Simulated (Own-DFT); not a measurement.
In$_{3}$GaP$_{4}$ (zincblende random alloy, strained, atoms displaced) (calculated)

Computed with Own-DFT development build. A calculation, not a measurement: plane-wave PBE density functional theory by an unreviewed code, no spin, of a simulated periodic cell, stress positive in tension, free energy of the whole cell less one offset for each atom, forces on such cells passed a denser k mesh, this cell's mesh not checked; offsets are fitted by least squares, one for each functional and potential file, so energies compare only between cells with the same atoms and settings and are not formation energies; the far tail of each file's local potential was reset to the Coulomb form; each entry is a single point on an unrelaxed cell, so the pressure reflects the starting lattice, mostly measured values, from which strain is counted, and rises with the displacements; printed positions are rounded, which can move forces by about a meV/angstrom; the program is a retired in-house code; no spin-orbit coupling; before rounding, a Quantum ESPRESSO 7.3.1 run of the same cell and cutoff gave forces within 1 meV/angstrom rms on each cell, which checks the program and not the settings.

Common to all runs: functional PBE; potential files PseudoDojo norm-conserving, scalar-relativistic, standard set; wave cutoff 42 hartree; occupations Fermi-Dirac; smearing width 0.1 eV; k mesh 3 x 3 x 3 centred on Gamma.

```yaml
- entry: 1
  formula: In3GaP4
  kind: "zincblende random alloy, strained, atoms displaced"
  structure:
    cell_angstrom: [[11.3066, 0.0, 0.0], [0.0, 11.3066, 0.0], [0.0, 0.0, 11.7722]]
    atoms_fractional:
      - [In, 0.99522, 0.00157, 0.99865]
      - [In, 0.01, 0.24861, 0.25451]
      - [In, 0.24908, 0.00175, 0.25184]
      - [Ga, 0.24599, 0.25322, 0.99521]
      - [P, 0.12599, 0.12824, 0.1251]
      - [P, 0.12203, 0.36741, 0.3767]
      - [P, 0.37482, 0.12823, 0.37358]
      - [P, 0.37393, 0.37671, 0.11849]
      - [In, 0.00298, 0.99621, 0.50049]
      - [In, 0.99958, 0.25059, 0.75043]
      - [Ga, 0.24978, 0.00143, 0.75257]
      - [Ga, 0.24413, 0.25222, 0.49526]
      - [P, 0.12623, 0.1224, 0.62665]
      - [P, 0.1215, 0.37366, 0.87503]
      - [P, 0.37656, 0.12337, 0.87282]
      - [P, 0.37758, 0.36816, 0.62152]
      - [Ga, 0.99593, 0.50279, 0.99811]
      - [In, 0.99407, 0.75178, 0.24634]
      - [In, 0.25368, 0.50017, 0.25096]
      - [In, 0.25091, 0.7563, 0.99667]
      - [P, 0.12693, 0.62767, 0.12515]
      - [P, 0.12085, 0.88064, 0.37567]
      - [P, 0.37574, 0.62684, 0.3737]
      - [P, 0.37944, 0.87213, 0.12139]
      - [In, 0.99407, 0.50392, 0.49389]
      - [Ga, 0.00096, 0.75593, 0.74947]
      - [In, 0.24861, 0.50355, 0.74719]
      - [In, 0.24067, 0.74626, 0.49862]
      - [P, 0.12486, 0.62877, 0.61863]
      - [P, 0.12083, 0.8705, 0.87391]
      - [P, 0.37438, 0.62701, 0.86995]
      - [P, 0.37341, 0.87192, 0.62899]
      - [In, 0.49367, 0.00767, 0.99798]
      - [In, 0.50005, 0.25405, 0.25372]
      - [In, 0.74694, 0.99787, 0.25023]
      - [Ga, 0.74911, 0.24629, 0.99721]
      - [P, 0.62624, 0.12241, 0.12831]
      - [P, 0.61968, 0.37919, 0.37684]
      - [P, 0.87337, 0.12023, 0.376]
      - [P, 0.87176, 0.36916, 0.12123]
      - [In, 0.50291, 0.99516, 0.49965]
      - [In, 0.49844, 0.24401, 0.75379]
      - [In, 0.74844, 0.00156, 0.75587]
      - [In, 0.74226, 0.24818, 0.49876]
      - [P, 0.62455, 0.12557, 0.63321]
      - [P, 0.63438, 0.37458, 0.87594]
      - [P, 0.8801, 0.12635, 0.87091]
      - [P, 0.87496, 0.38323, 0.62489]
      - [In, 0.50475, 0.49392, 0.99897]
      - [Ga, 0.50082, 0.7476, 0.2485]
      - [In, 0.75033, 0.50374, 0.24085]
      - [Ga, 0.74461, 0.75317, 0.9993]
      - [P, 0.61723, 0.62402, 0.12994]
      - [P, 0.61789, 0.87989, 0.37352]
      - [P, 0.86928, 0.62138, 0.37899]
      - [P, 0.87194, 0.8715, 0.12097]
      - [In, 0.49899, 0.49695, 0.5024]
      - [In, 0.50279, 0.7502, 0.75209]
      - [In, 0.74907, 0.49073, 0.74571]
      - [In, 0.75043, 0.75343, 0.50729]
      - [P, 0.62825, 0.62141, 0.62293]
      - [P, 0.63249, 0.88394, 0.87205]
      - [P, 0.86932, 0.62487, 0.87529]
      - [P, 0.87663, 0.87694, 0.6194]
  results:
    "free_energy_of_cell_above_offsets [eV]": "-29.794"
    "pressure [GPa]": 5.54
    "stress_xx [GPa]": -6.2
    "stress_yy [GPa]": -6.12
    "stress_zz [GPa]": -4.32
    "stress_yz [GPa]": 0.36
    "stress_xz [GPa]": 0.21
    "stress_xy [GPa]": -0.21
    force_element: [In, In, In, Ga, P, P, P, P, In, In, Ga, Ga, P, P, P, P, Ga, In, In, In, P, P, P, P, In, Ga, In, In, P, P, P, P, In, In, In, Ga, P, P, P, P, In, In, In, In, P, P, P, P, In, Ga, In, Ga, P, P, P, P, In, In, In, In, P, P, P, P]
    "force_x [eV/angstrom]": [0.506, -1.829, 0.458, 0.213, 0.755, 1.368, -0.649, -0.751, -0.274, 0.135, -0.055, 0.597, 1.259, 0.35, -2.632, -1.381, 0.079, 0.319, -0.468, 0.059, -0.775, 0.421, 0.702, 0.323, 0.944, -0.447, 0.015, 1.256, -1.66, 0.057, 0.336, -0.803, 1.087, -0.154, 0.557, 0.243, 0.149, 1.012, 0.172, 0.599, -1.094, 0.298, 1.41, 0.614, 0.067, -0.41, -1.323, 0.535, -0.416, -0.341, 0.143, 0.065, 0.221, 0.345, -0.372, -1.026, -0.331, 0.504, 0.026, -0.578, -0.536, -1.067, 0.723, 0.451]
    "force_y [eV/angstrom]": [-0.107, -0.486, -0.269, -0.142, 0.022, 1.167, 0.282, -1.233, 0.999, 0.344, -0.4, -0.614, 0.332, 0.718, 0.345, -0.353, -0.095, -0.475, -0.245, -0.835, -0.817, -1.001, 0.67, -0.144, -0.55, -0.58, -0.61, 1.156, -0.388, 0.97, -0.444, 0.814, -0.773, -0.082, -0.221, -0.199, 1.274, 0.077, 0.481, 0.056, 0.999, 1.127, 0.426, 0.23, -0.45, -1.408, 0.605, -1.64, 0.712, 0.332, -0.729, -0.273, 1.772, -2.044, 1.112, -0.14, 0.668, 0.094, 1.356, -0.193, 0.237, -1.899, 0.766, -0.3]
    "force_z [eV/angstrom]": [0.293, -0.823, -0.465, 0.243, -1.358, 1.101, 1.22, -0.17, 0.218, -0.867, -0.274, 0.572, -0.072, 1.212, 0.164, -0.09, 0.256, 0.669, -0.153, 0.153, -0.714, -0.864, -0.257, 1.297, 0.621, -0.266, -0.245, -0.658, 1.701, -1.363, 0.841, 0.089, 0.584, -0.809, -0.12, 0.262, -1.189, -0.635, 0.002, -0.905, 0.987, -0.091, -1.36, 0.209, -0.984, 0.694, 1.118, -0.825, -0.56, 0.262, 0.76, -0.02, -0.851, -0.859, -1.187, -0.581, -0.044, -0.206, 0.529, -1.088, 0.504, 1.941, 0.362, 2.086]
- entry: 2
  formula: In3GaP4
  kind: "zincblende random alloy, strained, atoms displaced"
  structure:
    cell_angstrom: [[11.3066, 0.0, 0.0], [0.0, 11.3066, 0.0], [0.0, 0.0, 11.7722]]
    atoms_fractional:
      - [In, 0.00605, 0.99998, 0.99956]
      - [In, 0.00569, 0.24472, 0.25148]
      - [In, 0.25745, 0.00351, 0.25917]
      - [Ga, 0.24996, 0.25426, 0.99548]
      - [P, 0.12171, 0.13183, 0.12351]
      - [P, 0.12624, 0.37253, 0.37726]
      - [P, 0.36905, 0.12794, 0.3848]
      - [P, 0.37076, 0.37067, 0.12559]
      - [Ga, 0.99452, 0.99469, 0.49125]
      - [In, 0.9982, 0.2493, 0.74332]
      - [In, 0.2535, 0.9907, 0.75045]
      - [In, 0.24681, 0.2481, 0.5017]
      - [P, 0.12469, 0.12548, 0.62759]
      - [P, 0.13429, 0.37451, 0.88085]
      - [P, 0.3772, 0.13325, 0.87598]
      - [P, 0.37172, 0.37224, 0.62233]
      - [Ga, 0.9971, 0.49283, 0.00205]
      - [Ga, 0.00152, 0.75034, 0.25341]
      - [In, 0.24905, 0.50319, 0.24233]
      - [In, 0.24755, 0.75273, 0.00413]
      - [P, 0.12718, 0.62861, 0.12672]
      - [P, 0.12189, 0.86939, 0.37391]
      - [P, 0.37732, 0.63255, 0.3748]
      - [P, 0.36712, 0.86638, 0.13047]
      - [In, 0.9977, 0.50233, 0.50251]
      - [In, 0.9948, 0.74334, 0.75237]
      - [Ga, 0.24822, 0.49782, 0.75074]
      - [In, 0.25037, 0.74135, 0.49656]
      - [P, 0.12808, 0.61668, 0.61917]
      - [P, 0.12772, 0.87667, 0.87663]
      - [P, 0.3796, 0.62033, 0.87012]
      - [P, 0.37397, 0.87335, 0.62822]
      - [In, 0.50522, 0.99917, 0.00537]
      - [In, 0.50539, 0.25112, 0.25106]
      - [In, 0.7399, 0.00578, 0.24981]
      - [In, 0.74671, 0.24824, 0.00767]
      - [P, 0.62222, 0.12419, 0.1207]
      - [P, 0.63141, 0.37697, 0.37194]
      - [P, 0.88684, 0.12537, 0.37219]
      - [P, 0.86999, 0.37761, 0.12345]
      - [In, 0.50149, 0.99742, 0.51086]
      - [Ga, 0.50208, 0.25208, 0.75038]
      - [Ga, 0.74461, 0.99499, 0.75068]
      - [In, 0.75161, 0.24609, 0.49619]
      - [P, 0.63491, 0.1251, 0.62231]
      - [P, 0.63443, 0.36748, 0.86826]
      - [P, 0.87381, 0.13066, 0.87629]
      - [P, 0.87291, 0.38038, 0.6247]
      - [In, 0.50542, 0.50406, 0.00748]
      - [In, 0.49775, 0.74595, 0.25099]
      - [In, 0.75796, 0.49494, 0.25609]
      - [In, 0.75666, 0.7553, 0.00629]
      - [P, 0.63562, 0.6318, 0.1229]
      - [P, 0.62397, 0.87925, 0.37082]
      - [P, 0.87299, 0.62832, 0.37663]
      - [P, 0.88879, 0.87415, 0.12254]
      - [In, 0.50344, 0.49746, 0.49755]
      - [In, 0.50208, 0.74196, 0.74961]
      - [Ga, 0.7548, 0.49758, 0.74701]
      - [In, 0.75251, 0.74809, 0.50311]
      - [P, 0.62083, 0.63139, 0.62587]
      - [P, 0.62451, 0.87529, 0.87797]
      - [P, 0.86555, 0.62434, 0.87735]
      - [P, 0.87422, 0.86742, 0.62672]
  results:
    "free_energy_of_cell_above_offsets [eV]": "-29.047"
    "pressure [GPa]": 5.69
    "stress_xx [GPa]": -6.27
    "stress_yy [GPa]": -6.31
    "stress_zz [GPa]": -4.49
    "stress_yz [GPa]": -0.15
    "stress_xz [GPa]": 0.89
    "stress_xy [GPa]": -0.6
    force_element: [In, In, In, Ga, P, P, P, P, Ga, In, In, In, P, P, P, P, Ga, Ga, In, In, P, P, P, P, In, In, Ga, In, P, P, P, P, In, In, In, In, P, P, P, P, In, Ga, Ga, In, P, P, P, P, In, In, In, In, P, P, P, P, In, In, Ga, In, P, P, P, P]
    "force_x [eV/angstrom]": [-0.319, -0.221, -1.078, 0.284, 2.152, -0.166, 1.909, 0.215, 0.504, 0.098, -0.206, -0.537, -0.567, -0.799, 0.011, 0.629, 0.285, -0.123, 0.202, 0.241, -2.421, -0.826, 0.021, 1.053, -0.003, 0.99, 0.406, -0.31, 0.549, -0.448, -1.48, 0.212, -1.741, -0.959, 1.758, 0.502, -0.004, -0.546, -1.066, 1.63, -0.02, 0.057, 0.616, 0.761, -0.816, -0.833, -0.49, -0.739, 0.045, 1.044, -0.195, 0.035, -0.617, -0.24, 1.224, -0.388, -0.448, -0.468, -0.636, -0.827, 1.575, 0.644, 0.722, 0.166]
    "force_y [eV/angstrom]": [0.775, 1.576, -0.178, -0.52, -0.306, 0.909, -0.227, -0.372, -0.115, 0.476, 1.5, 0.347, -1.652, 0.758, 0.188, 0.365, 0.603, -0.189, -0.41, -0.767, -0.27, 0.43, -1.93, 1.401, -0.516, -0.117, -0.033, 1.126, 0.152, -0.789, -0.545, -1.012, -0.578, -0.284, -0.386, 0.211, 0.469, -0.552, -1.212, -0.134, 0.254, -0.002, 0.368, 0.373, -0.249, 0.983, -1.342, 0.09, -0.806, 0.495, 1.238, 0.526, -0.836, -0.64, 0.492, -0.096, 0.27, 1.321, 0.278, 0.492, -2.052, 0.194, -1.808, 2.266]
    "force_z [eV/angstrom]": [-0.499, -0.448, -0.92, 0.587, -0.912, -0.395, -0.454, -0.824, 0.943, 0.955, 0.371, 0.469, -0.955, -0.342, -0.04, 1.638, -0.226, -0.319, 1.247, -1.347, -0.228, 0.182, -0.158, -0.062, -0.941, 0.082, -0.055, 0.722, 2.032, -0.462, 0.44, -0.547, -0.666, 0.22, -0.179, -1.057, 1.035, 0.551, 0.89, -0.174, -0.794, -0.239, 0.185, -0.073, 1.969, -0.677, -0.592, 0.374, -0.828, -0.582, -0.812, -0.666, 1.245, 0.904, -0.854, 1.835, 0.349, 0.7, 0.269, -0.581, -0.2, -0.941, -0.163, 0.019]
- entry: 3
  formula: In3GaP4
  kind: "zincblende random alloy, strained, atoms displaced"
  structure:
    cell_angstrom: [[11.3066, 0.0, 0.0], [0.0, 11.3066, 0.0], [0.0, 0.0, 11.7722]]
    atoms_fractional:
      - [In, 0.00038, 0.99635, 0.00268]
      - [In, 0.00137, 0.25023, 0.25217]
      - [In, 0.24939, 0.9996, 0.24678]
      - [Ga, 0.25226, 0.24513, 0.99722]
      - [P, 0.12697, 0.12548, 0.12828]
      - [P, 0.12195, 0.36542, 0.37588]
      - [P, 0.38092, 0.12972, 0.37473]
      - [P, 0.36565, 0.37144, 0.13274]
      - [In, 0.00126, 0.99974, 0.496]
      - [In, 0.99179, 0.25199, 0.75051]
      - [In, 0.24992, 0.00631, 0.7502]
      - [In, 0.25002, 0.25259, 0.50032]
      - [P, 0.12121, 0.11475, 0.62331]
      - [P, 0.12716, 0.37542, 0.87295]
      - [P, 0.37456, 0.11683, 0.87354]
      - [P, 0.38154, 0.37123, 0.61936]
      - [Ga, 0.00286, 0.49716, 0.00268]
      - [In, 0.00525, 0.7509, 0.25677]
      - [Ga, 0.25166, 0.5026, 0.24747]
      - [In, 0.24939, 0.7572, 0.00344]
      - [P, 0.12979, 0.62915, 0.12202]
      - [P, 0.13305, 0.87173, 0.3765]
      - [P, 0.3743, 0.61695, 0.38835]
      - [P, 0.37405, 0.87497, 0.12175]
      - [Ga, 0.99913, 0.49979, 0.4977]
      - [In, 0.99742, 0.75019, 0.74709]
      - [In, 0.25203, 0.49728, 0.74564]
      - [Ga, 0.25346, 0.75015, 0.49601]
      - [P, 0.11799, 0.62456, 0.62682]
      - [P, 0.12659, 0.87656, 0.87808]
      - [P, 0.36793, 0.61812, 0.87462]
      - [P, 0.37678, 0.88634, 0.62223]
      - [Ga, 0.50231, 0.00466, 0.01157]
      - [In, 0.49353, 0.2512, 0.24274]
      - [In, 0.74725, 0.99273, 0.25606]
      - [In, 0.74252, 0.25201, 0.00013]
      - [P, 0.62257, 0.12211, 0.12648]
      - [P, 0.62249, 0.379, 0.37861]
      - [P, 0.87144, 0.13503, 0.37134]
      - [P, 0.8752, 0.37731, 0.12463]
      - [In, 0.49346, 0.00908, 0.49992]
      - [In, 0.50611, 0.25191, 0.74964]
      - [In, 0.74742, 0.00634, 0.74501]
      - [In, 0.75137, 0.25199, 0.49766]
      - [P, 0.63024, 0.12606, 0.62679]
      - [P, 0.62765, 0.3735, 0.8748]
      - [P, 0.87775, 0.12253, 0.88357]
      - [P, 0.87391, 0.3772, 0.62952]
      - [Ga, 0.49744, 0.50912, 0.0017]
      - [Ga, 0.49785, 0.7468, 0.25097]
      - [In, 0.74334, 0.50142, 0.24743]
      - [In, 0.74192, 0.75418, 0.0019]
      - [P, 0.62867, 0.62363, 0.12596]
      - [P, 0.62628, 0.88141, 0.37547]
      - [P, 0.86686, 0.62077, 0.38213]
      - [P, 0.87155, 0.87088, 0.1228]
      - [In, 0.50525, 0.49909, 0.50287]
      - [In, 0.49212, 0.75141, 0.7532]
      - [In, 0.7483, 0.49947, 0.7464]
      - [In, 0.74458, 0.75058, 0.50113]
      - [P, 0.61534, 0.62496, 0.62991]
      - [P, 0.62693, 0.87429, 0.88198]
      - [P, 0.8737, 0.62885, 0.87785]
      - [P, 0.88374, 0.87697, 0.63578]
  results:
    "free_energy_of_cell_above_offsets [eV]": "-28.465"
    "pressure [GPa]": 5.84
    "stress_xx [GPa]": -6.48
    "stress_yy [GPa]": -6.41
    "stress_zz [GPa]": -4.61
    "stress_yz [GPa]": 0.7
    "stress_xz [GPa]": -0.68
    "stress_xy [GPa]": 0.64
    force_element: [In, In, In, Ga, P, P, P, P, In, In, In, In, P, P, P, P, Ga, In, Ga, In, P, P, P, P, Ga, In, In, Ga, P, P, P, P, Ga, In, In, In, P, P, P, P, In, In, In, In, P, P, P, P, Ga, Ga, In, In, P, P, P, P, In, In, In, In, P, P, P, P]
    "force_x [eV/angstrom]": [0.218, -0.314, 0.67, -0.254, 0.249, 0.352, -1.255, -0.517, -0.717, 0.853, -0.575, -0.154, 0.129, -0.166, 1.084, -0.467, -0.09, -0.859, -0.5, 0.204, -0.612, 0.365, -0.905, 2.062, -0.025, 0.754, -0.242, -0.153, 0.939, -0.126, 0.91, -1.056, -0.261, 1.116, 1.052, 0.886, -0.109, 0.111, 0.194, 0.547, 1.254, -0.681, 0.82, -0.191, -0.767, -1.229, -0.73, 0.641, -0.072, -0.026, 0.89, 0.913, -2.477, -1.946, 1.359, 0.553, -0.074, 0.036, 0.071, 0.281, 0.772, -1.65, 0.481, -1.563]
    "force_y [eV/angstrom]": [0.119, 0.112, 0.154, 0.183, 0.664, 2.867, -0.075, 1.447, -0.318, -0.744, -0.981, -0.883, 1.805, -0.426, 1.2, 0.059, 0.34, -0.667, -0.035, -0.733, -1.795, -0.144, 1.357, 0.24, -0.221, -0.494, -0.335, -0.053, -0.245, -0.151, 0.383, -1.842, -0.62, 0.034, 1.024, -0.475, -0.281, -0.865, -1.576, 0.369, -0.249, -0.418, -0.923, 0.507, 0.474, 1.513, 0.358, 0.552, -0.797, 0.081, -0.662, -0.858, 0.53, -1.639, -0.306, 0.178, -0.076, 0.432, 0.736, 0.343, 0.589, 1.684, -1.077, 0.632]
    "force_z [eV/angstrom]": [0.372, -1.12, 0.634, -0.025, -1.23, 0.214, -0.506, -2.057, -0.466, 0.337, -0.058, 0.348, 0.24, 1.514, 1.994, 0.795, -0.335, -0.362, 0.538, -0.991, 0.77, 0.702, -2.115, 0.899, 0.18, 1.59, -0.542, 0.859, -1.936, -0.826, 1.163, -0.111, -0.997, 0.847, -1.187, 0.386, -0.198, -1.047, 0.157, -0.524, -0.011, 0.369, 1.557, 0.547, -1.007, 0.735, -0.622, -1.749, -0.002, 0.193, 0.676, -0.029, -0.251, 0.375, -0.114, 1.061, 0.21, 0.355, 0.767, 0.955, 0.032, -0.672, 0.638, -1.919]
```
